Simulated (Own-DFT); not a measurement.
Si$_{3}$N$_{4}$ (beta silicon nitride, atoms displaced) (calculated)

Computed with Own-DFT development build. A calculation, not a measurement: plane-wave PBE density functional theory by an unreviewed code, no spin, of a simulated periodic cell, stress positive in tension, free energy of the whole cell less one offset for each atom, forces on such cells moved up to 12 meV/angstrom on a denser k mesh; offsets are fitted by least squares, one for each functional and potential file, so energies compare only between cells with the same atoms and settings and are not formation energies; the far tail of each file's local potential was reset to the Coulomb form; each entry is a single point on an unrelaxed cell, so the pressure reflects the starting lattice, mostly measured values (interpolated for alloys), from which strain is counted, and rises with the displacements; printed positions are rounded, which can move forces by about a meV/angstrom; the program, named Own-DFT, is a retired in-house code; no spin-orbit coupling; before rounding, a Quantum ESPRESSO 7.3.1 run of the same cell and cutoff gave forces within 1 meV/angstrom rms on each cell, which checks the program and not the settings.

Settings shared by all entries: functional PBE; potential files PseudoDojo norm-conserving, scalar-relativistic, standard set; wave cutoff 42 hartree; occupations Fermi-Dirac; smearing width 0.1 eV; k mesh 2 x 2 x 4 centred on Gamma.

```json
{"entry": 1, "formula": "Si3N4", "kind": "beta silicon nitride, atoms displaced", "structure": {"cell_angstrom": [[15.212, 0.0, 0.0], [-7.606, 13.174, 0.0], [0.0, 0.0, 5.818]], "atoms_fractional": [["Si", 0.0814, 0.38137, 0.14438], ["Si", 0.11763, 0.20113, 0.13699], ["Si", 0.29914, 0.4152, 0.12424], ["Si", 0.41222, 0.11367, 0.36965], ["Si", 0.37857, 0.29318, 0.37652], ["Si", 0.1977, 0.08478, 0.36616], ["N", 0.15949, 0.0107, 0.12393], ["N", 0.47725, 0.14567, 0.12764], ["N", 0.35308, 0.33249, 0.12853], ["N", 0.32552, 0.47903, 0.37011], ["N", 0.01718, 0.35317, 0.38561], ["N", 0.14557, 0.15911, 0.38061], ["N", 0.16745, 0.3298, 0.11818], ["N", 0.32974, 0.17512, 0.3622], ["Si", 0.09216, 0.38548, 0.62699], ["Si", 0.11623, 0.1992, 0.64065], ["Si", 0.29841, 0.41319, 0.63403], ["Si", 0.4133, 0.11671, 0.87937], ["Si", 0.38686, 0.29622, 0.85419], ["Si", 0.20392, 0.08759, 0.88116], ["N", 0.16074, 0.01286, 0.61042], ["N", 0.4759, 0.14353, 0.61922], ["N", 0.34719, 0.32998, 0.61619], ["N", 0.33266, 0.48115, 0.87451], ["N", 0.02134, 0.35067, 0.87329], ["N", 0.15109, 0.16586, 0.87123], ["N", 0.16447, 0.33445, 0.6176], ["N", 0.33251, 0.16961, 0.86696], ["Si", 0.08189, 0.88968, 0.12595], ["Si", 0.11652, 0.70252, 0.11939], ["Si", 0.29686, 0.92283, 0.1121], ["Si", 0.41903, 0.62554, 0.38809], ["Si", 0.388, 0.79381, 0.37494], ["Si", 0.19943, 0.587, 0.37857], ["N", 0.16694, 0.51403, 0.12551], ["N", 0.48957, 0.65553, 0.13169], ["N", 0.34198, 0.82852, 0.13675], ["N", 0.32858, 0.98765, 0.38774], ["N", 0.02145, 0.85507, 0.37589], ["N", 0.15336, 0.66953, 0.36119], ["N", 0.17021, 0.83384, 0.1214], ["N", 0.32734, 0.66539, 0.36727], ["Si", 0.08505, 0.88319, 0.61377], ["Si", 0.11005, 0.70058, 0.62013], ["Si", 0.29889, 0.91716, 0.6252], ["Si", 0.41558, 0.61195, 0.87212], ["Si", 0.38755, 0.79607, 0.8648], ["Si", 0.21098, 0.58467, 0.86951], ["N", 0.17534, 0.51674, 0.61552], ["N", 0.48267, 0.6489, 0.63259], ["N", 0.34857, 0.83783, 0.62872], ["N", 0.33505, 0.98401, 0.87772], ["N", 0.01064, 0.84283, 0.87511], ["N", 0.15313, 0.6693, 0.87016], ["N", 0.16726, 0.82882, 0.60933], ["N", 0.33148, 0.66236, 0.8864], ["Si", 0.58572, 0.38791, 0.13017], ["Si", 0.61643, 0.20314, 0.11098], ["Si", 0.79722, 0.41438, 0.12119], ["Si", 0.91643, 0.11974, 0.36215], ["Si", 0.88099, 0.29842, 0.37095], ["Si", 0.70752, 0.08324, 0.3758], ["N", 0.66701, 0.02056, 0.12033], ["N", 0.98249, 0.14422, 0.12857], ["N", 0.85725, 0.33659, 0.13632], ["N", 0.83893, 0.48779, 0.37466], ["N", 0.52063, 0.34965, 0.37602], ["N", 0.64674, 0.16732, 0.38412], ["N", 0.66719, 0.33651, 0.12037], ["N", 0.83424, 0.16762, 0.37466], ["Si", 0.5913, 0.38953, 0.62896], ["Si", 0.61198, 0.19302, 0.62767], ["Si", 0.79827, 0.41497, 0.62851], ["Si", 0.91263, 0.11696, 0.88187], ["Si", 0.88082, 0.29411, 0.8724], ["Si", 0.70225, 0.08493, 0.86406], ["N", 0.66419, 0.01378, 0.62609], ["N", 0.9802, 0.14534, 0.6105], ["N", 0.85291, 0.33455, 0.62535], ["N", 0.8334, 0.48247, 0.87568], ["N", 0.51976, 0.35244, 0.87099], ["N", 0.6497, 0.16281, 0.87014], ["N", 0.66884, 0.3371, 0.62814], ["N", 0.82991, 0.15975, 0.85744], ["Si", 0.59006, 0.89133, 0.12759], ["Si", 0.61381, 0.70211, 0.12425], ["Si", 0.79402, 0.91282, 0.12888], ["Si", 0.91325, 0.61416, 0.37119], ["Si", 0.88648, 0.79838, 0.37301], ["Si", 0.70018, 0.58734, 0.37726], ["N", 0.67082, 0.51892, 0.13422], ["N", 0.97803, 0.64617, 0.13068], ["N", 0.8471, 0.83105, 0.12919], ["N", 0.83132, 0.98403, 0.36676], ["N", 0.51757, 0.8561, 0.3792], ["N", 0.65045, 0.66215, 0.36806], ["N", 0.66521, 0.83503, 0.13637], ["N", 0.83403, 0.67527, 0.3768], ["Si", 0.5848, 0.88648, 0.61437], ["Si", 0.61286, 0.69702, 0.62846], ["Si", 0.79963, 0.90809, 0.62442], ["Si", 0.91525, 0.61476, 0.89665], ["Si", 0.88561, 0.79929, 0.86525], ["Si", 0.70368, 0.58537, 0.87881], ["N", 0.66486, 0.52119, 0.61985], ["N", 0.98832, 0.65539, 0.62824], ["N", 0.85185, 0.8302, 0.62877], ["N", 0.83548, 0.99044, 0.88955], ["N", 0.51809, 0.85037, 0.88013], ["N", 0.65174, 0.66541, 0.86666], ["N", 0.66157, 0.83139, 0.63618], ["N", 0.8296, 0.66717, 0.87618]]}, "results": {"free_energy_of_cell_above_offsets [eV]": "-8.112", "pressure [GPa]": 8.26, "stress_xx [GPa]": -4.66, "stress_yy [GPa]": -7.53, "stress_zz [GPa]": -12.6, "stress_yz [GPa]": 1.27, "stress_xz [GPa]": -1.73, "stress_xy [GPa]": -1.62, "force_element": ["Si", "Si", "Si", "Si", "Si", "Si", "N", "N", "N", "N", "N", "N", "N", "N", "Si", "Si", "Si", "Si", "Si", "Si", "N", "N", "N", "N", "N", "N", "N", "N", "Si", "Si", "Si", "Si", "Si", "Si", "N", "N", "N", "N", "N", "N", "N", "N", "Si", "Si", "Si", "Si", "Si", "Si", "N", "N", "N", "N", "N", "N", "N", "N", "Si", "Si", "Si", "Si", "Si", "Si", "N", "N", "N", "N", "N", "N", "N", "N", "Si", "Si", "Si", "Si", "Si", "Si", "N", "N", "N", "N", "N", "N", "N", "N", "Si", "Si", "Si", "Si", "Si", "Si", "N", "N", "N", "N", "N", "N", "N", "N", "Si", "Si", "Si", "Si", "Si", "Si", "N", "N", "N", "N", "N", "N", "N", "N"], "force_x [eV/angstrom]": [3.292, -0.999, 0.13, -3.517, 2.111, 1.831, 0.507, 3.482, -1.382, 1.507, -2.16, -0.889, -1.005, 2.464, -1.557, -3.224, -1.275, -1.894, -0.431, -0.332, 0.401, 2.788, -1.359, 0.893, -2.812, 1.137, 3.712, 1.383, 3.405, 0.151, 1.295, -3.002, -4.632, -0.086, -0.34, -2.307, 1.299, 0.263, -3.941, -0.621, -3.403, 3.715, 3.334, 4.296, -1.025, -2.557, -2.769, -4.72, -0.807, 1.629, 2.785, -0.151, 1.422, 0.892, -1.608, 4.178, 1.396, -1.254, 0.339, -1.912, 3.395, -1.775, -0.247, 2.226, -3.25, -0.247, -2.53, 2.732, 0.428, 0.019, 0.8, -3.412, 0.093, 1.065, 2.75, 0.52, -0.193, 1.892, -1.874, 0.585, -1.425, 0.149, 0.478, -0.874, 0.514, 2.464, 1.154, -2.401, 0.344, 2.66, -0.484, 4.163, -0.666, 0.255, -0.646, -3.083, -0.074, 1.975, 2.351, 0.508, -2.464, -3.356, -0.003, -0.207, 0.241, -3.677, -2.441, 0.311, -0.606, -0.606, 1.804, 2.603], "force_y [eV/angstrom]": [1.316, 0.98, -3.303, 0.85, 4.403, 0.918, 3.989, 1.647, 1.698, 3.632, -1.215, 0.67, 0.435, -7.685, 0.671, 1.763, -1.735, -0.554, 1.371, -0.636, 0.906, 1.461, 1.747, 2.17, -1.226, -1.3, -2.161, -2.239, -4.655, 1.506, -5.896, -3.634, 1.74, 0.183, -0.491, -1.726, 1.427, 0.595, -1.88, -1.497, 0.871, 0.631, -0.509, 1.263, -3.26, 0.355, 0.313, -0.712, -1.035, 0.574, -0.976, 3.571, 1.789, -2.006, 2.728, 2.467, -0.15, 0.819, -1.006, -2.328, -1.344, 2.098, -1.002, 1.871, 1.392, -1.819, -0.748, -1.881, -1.332, 0.39, -0.588, 3.66, -1.336, -0.077, 0.16, 0.311, 0.093, 0.925, 0.986, 1.809, -0.339, -0.316, -1.787, 3.009, -1.516, 1.777, -0.748, 2.155, 1.101, 2.069, -1.77, 2.128, 1.449, 0.692, -0.808, 1.503, -0.651, -4.644, -0.904, 2.371, 1.718, 0.353, -2.62, 1.321, -2.06, -2.553, 2.317, -3.35, 0.232, -0.525, -0.365, -0.445], "force_z [eV/angstrom]": [-3.693, -1.338, 0.743, 1.474, -1.76, 1.368, -1.102, -1.432, -2.805, 2.282, 0.708, 0.323, 0.52, 0.089, 0.443, -3.971, -3.51, -1.819, 3.484, -2.571, 2.686, 1.848, 1.585, 0.436, 1.282, 3.481, 0.621, 0.227, -1.852, -0.786, 5.452, -3.146, -0.481, -2.444, -0.013, -0.531, -1.831, -3.064, -1.462, 2.309, -0.361, 1.011, 3.362, 0.002, 0.005, 3.23, 2.893, 1.14, 1.636, -0.54, -0.67, -2.611, -0.557, -0.653, 0.697, -0.888, -0.593, 3.228, 1.517, 2.795, 3.526, -0.066, 0.367, -2.266, -4.46, 0.165, 1.214, -3.622, -0.117, -0.539, -1.563, -0.596, -1.252, -2.524, 0.339, 1.308, -1.299, 3.141, 0.224, 0.206, 0.601, 0.849, 0.108, 0.859, -0.708, -0.347, -0.889, 3.378, -0.488, -0.392, -1.556, 0.853, -1.298, 2.531, -2.029, 0.923, -0.293, 0.066, 3.838, -1.614, 0.562, -5.552, 4.062, -0.298, 1.839, 0.254, -2.315, -2.08, -1.113, 2.161, -0.617, 0.133]}}
{"entry": 2, "formula": "Si3N4", "kind": "beta silicon nitride, atoms displaced", "structure": {"cell_angstrom": [[15.212, 0.0, 0.0], [-7.606, 13.174, 0.0], [0.0, 0.0, 5.818]], "atoms_fractional": [["Si", 0.0867, 0.38566, 0.14476], ["Si", 0.11013, 0.20102, 0.12566], ["Si", 0.29697, 0.41471, 0.11428], ["Si", 0.41449, 0.10915, 0.3746], ["Si", 0.38482, 0.29777, 0.39655], ["Si", 0.20446, 0.08955, 0.37073], ["N", 0.16363, 0.01485, 0.12767], ["N", 0.48566, 0.14552, 0.12391], ["N", 0.35733, 0.34327, 0.13699], ["N", 0.33779, 0.48986, 0.38101], ["N", 0.01416, 0.34949, 0.36696], ["N", 0.15087, 0.16448, 0.38331], ["N", 0.17056, 0.33291, 0.12044], ["N", 0.33421, 0.17759, 0.37528], ["Si", 0.08558, 0.38212, 0.62477], ["Si", 0.11813, 0.20148, 0.62609], ["Si", 0.29385, 0.41326, 0.62466], ["Si", 0.4081, 0.11238, 0.87434], ["Si", 0.38609, 0.30026, 0.88695], ["Si", 0.1968, 0.08201, 0.87528], ["N", 0.16749, 0.01368, 0.63355], ["N", 0.48275, 0.14853, 0.63659], ["N", 0.35093, 0.33833, 0.62014], ["N", 0.33409, 0.48206, 0.89141], ["N", 0.02185, 0.35244, 0.86592], ["N", 0.1569, 0.17266, 0.87929], ["N", 0.17022, 0.33492, 0.62436], ["N", 0.33098, 0.16365, 0.88774], ["Si", 0.09354, 0.88968, 0.12021], ["Si", 0.11364, 0.70118, 0.11556], ["Si", 0.29083, 0.90739, 0.12943], ["Si", 0.41437, 0.617, 0.37681], ["Si", 0.3943, 0.80228, 0.37633], ["Si", 0.19652, 0.58511, 0.35536], ["N", 0.17101, 0.51845, 0.1405], ["N", 0.48411, 0.64784, 0.1208], ["N", 0.35052, 0.83401, 0.12111], ["N", 0.34233, 0.99036, 0.37896], ["N", 0.01905, 0.84945, 0.36638], ["N", 0.14766, 0.66567, 0.36358], ["N", 0.16795, 0.83009, 0.12224], ["N", 0.33724, 0.66689, 0.39502], ["Si", 0.08294, 0.88307, 0.62401], ["Si", 0.11573, 0.70499, 0.62032], ["Si", 0.29874, 0.9147, 0.61928], ["Si", 0.41065, 0.61804, 0.87473], ["Si", 0.38761, 0.79922, 0.87241], ["Si", 0.19866, 0.58472, 0.87518], ["N", 0.17009, 0.51457, 0.62535], ["N", 0.47696, 0.64979, 0.63613], ["N", 0.35536, 0.83338, 0.62228], ["N", 0.33586, 0.98453, 0.86636], ["N", 0.01114, 0.84416, 0.87738], ["N", 0.15343, 0.66804, 0.85839], ["N", 0.16598, 0.83203, 0.63039], ["N", 0.3375, 0.67519, 0.87389], ["Si", 0.58577, 0.38357, 0.12136], ["Si", 0.61736, 0.20424, 0.12949], ["Si", 0.79832, 0.41095, 0.12375], ["Si", 0.91777, 0.11574, 0.37179], ["Si", 0.88807, 0.30202, 0.34797], ["Si", 0.70049, 0.08429, 0.36289], ["N", 0.66105, 0.01616, 0.12216], ["N", 0.984, 0.14609, 0.11296], ["N", 0.84344, 0.32932, 0.112], ["N", 0.8361, 0.48451, 0.378], ["N", 0.51711, 0.35188, 0.36064], ["N", 0.65245, 0.16227, 0.38723], ["N", 0.66229, 0.33094, 0.14374], ["N", 0.83767, 0.17188, 0.37047], ["Si", 0.5836, 0.38731, 0.62092], ["Si", 0.61284, 0.19831, 0.633], ["Si", 0.80032, 0.41174, 0.63895], ["Si", 0.91876, 0.11194, 0.87719], ["Si", 0.88501, 0.29717, 0.87896], ["Si", 0.69317, 0.07702, 0.87716], ["N", 0.6588, 0.01114, 0.62076], ["N", 0.98364, 0.15102, 0.61824], ["N", 0.84133, 0.32948, 0.62829], ["N", 0.83671, 0.48851, 0.88223], ["N", 0.51474, 0.34727, 0.86829], ["N", 0.65134, 0.16436, 0.86944], ["N", 0.66037, 0.32698, 0.62685], ["N", 0.83588, 0.17062, 0.87812], ["Si", 0.58087, 0.88242, 0.12676], ["Si", 0.61362, 0.69715, 0.10615], ["Si", 0.79877, 0.91133, 0.12535], ["Si", 0.90958, 0.60395, 0.38152], ["Si", 0.88863, 0.79411, 0.39156], ["Si", 0.70246, 0.58953, 0.3841], ["N", 0.6641, 0.51348, 0.11659], ["N", 0.98322, 0.65411, 0.14627], ["N", 0.84951, 0.83177, 0.12092], ["N", 0.83601, 0.98533, 0.36796], ["N", 0.51173, 0.84792, 0.37205], ["N", 0.65289, 0.67005, 0.37422], ["N", 0.66998, 0.83309, 0.1292], ["N", 0.83632, 0.66966, 0.37857], ["Si", 0.5903, 0.88783, 0.61079], ["Si", 0.61131, 0.7007, 0.61519], ["Si", 0.79805, 0.91441, 0.62406], ["Si", 0.91309, 0.61792, 0.87415], ["Si", 0.87854, 0.79595, 0.86827], ["Si", 0.6935, 0.58572, 0.88948], ["N", 0.66129, 0.51409, 0.62908], ["N", 0.98373, 0.64999, 0.63494], ["N", 0.84087, 0.83167, 0.62449], ["N", 0.83888, 0.98316, 0.88259], ["N", 0.5114, 0.85272, 0.87332], ["N", 0.64075, 0.65547, 0.87272], ["N", 0.6654, 0.831, 0.62855], ["N", 0.82814, 0.66754, 0.88879]]}, "results": {"free_energy_of_cell_above_offsets [eV]": "-8.586", "pressure [GPa]": 8.03, "stress_xx [GPa]": -5.11, "stress_yy [GPa]": -10.21, "stress_zz [GPa]": -8.76, "stress_yz [GPa]": 0.22, "stress_xz [GPa]": 1.62, "stress_xy [GPa]": 0.01, "force_element": ["Si", "Si", "Si", "Si", "Si", "Si", "N", "N", "N", "N", "N", "N", "N", "N", "Si", "Si", "Si", "Si", "Si", "Si", "N", "N", "N", "N", "N", "N", "N", "N", "Si", "Si", "Si", "Si", "Si", "Si", "N", "N", "N", "N", "N", "N", "N", "N", "Si", "Si", "Si", "Si", "Si", "Si", "N", "N", "N", "N", "N", "N", "N", "N", "Si", "Si", "Si", "Si", "Si", "Si", "N", "N", "N", "N", "N", "N", "N", "N", "Si", "Si", "Si", "Si", "Si", "Si", "N", "N", "N", "N", "N", "N", "N", "N", "Si", "Si", "Si", "Si", "Si", "Si", "N", "N", "N", "N", "N", "N", "N", "N", "Si", "Si", "Si", "Si", "Si", "Si", "N", "N", "N", "N", "N", "N", "N", "N"], "force_x [eV/angstrom]": [3.794, 3.302, 1.827, -0.692, 0.515, 1.199, 0.127, -0.437, -0.126, -0.31, -0.442, -1.36, -3.304, 2.137, 2.369, -0.867, 2.162, 0.696, -1.015, 1.604, -0.705, 0.088, -0.428, -0.492, -2.777, -0.361, -2.674, -1.169, -1.18, -0.417, 3.724, -0.96, -6.474, 2.86, -0.715, 0.332, -0.392, -1.587, -0.665, 0.135, -2.566, -2.559, 1.567, 0.025, 0.993, -1.232, -2.455, 2.406, -1.26, 3.936, -2.766, -0.607, 0.567, -0.75, -0.177, -0.983, 0.292, 0.328, -2.907, -3.297, -1.991, 1.819, 0.131, 1.188, -0.041, -0.02, -1.35, -1.882, 2.234, 0.33, 2.155, -0.346, -3.521, -4.88, 1.023, 1.624, 0.885, 2.363, 3.221, 0.288, -0.416, 0.04, 0.716, 0.889, 2.667, -1.495, 0.239, -0.997, -1.881, 0.954, -0.061, 1.051, -0.057, 0.091, 5.487, -0.172, -2.334, 0.338, -0.534, -0.813, -1.325, -1.91, 0.967, 4.088, 0.119, 0.67, 2.414, -0.245, 3.84, -1.548, -0.499, 0.608], "force_y [eV/angstrom]": [0.444, 1.629, -1.58, 6.7, 3.391, 0.706, 0.93, -0.148, -0.551, -2.238, 0.199, -0.179, -0.481, -6.685, 1.412, 1.451, 2.044, 1.071, -1.079, 3.188, -0.396, -0.378, 0.423, 3.646, -0.742, -1.592, -2.174, 0.722, -3.726, -0.422, 2.263, -0.239, -4.618, 5.525, -4.519, 0.511, 0.703, -5.956, 0.403, -0.561, 0.762, 0.77, -0.311, -0.647, -1.785, -1.324, 0.279, 1.774, -0.482, 1.426, 2.13, -1.626, 1.117, -0.738, 1.539, -4.578, -0.09, -1.498, 0.448, -0.021, -2.889, 2.468, -3.107, 0.664, 1.445, -4.54, -0.422, 0.759, 1.453, -1.908, -2.134, 1.12, -0.732, 0.638, -0.937, 4.699, 2.271, 0.462, -0.02, -1.247, 0.257, -0.547, 2.756, -3.615, -0.392, 2.521, -1.422, 5.904, 1.524, -0.364, -0.099, -0.477, 0.625, 0.421, 2.689, -1.121, -0.453, -3.495, -3.663, -0.109, -0.054, 1.072, -0.457, -0.26, 1.53, -0.153, -0.454, 0.463, 1.666, 1.61, 1.103, -1.287], "force_z [eV/angstrom]": [-5.538, 0.404, 5.802, 0.432, -3.986, 1.77, 0.102, 0.158, -0.542, -0.831, 2.572, -1.877, 0.842, 0.025, -0.845, 0.499, -0.016, 1.04, -0.28, 0.403, -2.213, -1.949, 3.727, -5.436, 3.871, 0.074, -0.409, -0.331, -0.219, 0.021, -1.416, -0.29, -0.595, 8.44, -6.679, 0.609, 1.32, -1.306, 1.144, 0.793, 0.079, -1.633, 0.53, -1.055, 1.142, 1.884, 0.306, -0.885, -1.019, -2.291, -0.589, 1.88, -0.72, 2.136, -0.628, 0.759, -0.827, 0.033, 0.646, -0.566, 4.555, 2.466, 0.925, 3.046, 0.915, 0.207, 2.744, -1.607, -0.931, -0.305, -0.883, -1.053, -1.196, -2.848, -3.574, -2.232, -0.692, 1.169, -1.258, -0.058, 0.717, 2.362, 0.419, -0.057, -1.885, 3.552, 0.348, 0.642, -3.068, -0.981, 3.458, -3.186, 1.869, 1.3, 0.134, -1.072, -0.5, 0.648, 2.442, 1.305, -0.087, 2.733, 1.799, -2.967, -0.015, -1.431, -0.558, -1.805, -0.48, -2.388, -0.188, -0.921]}}
```
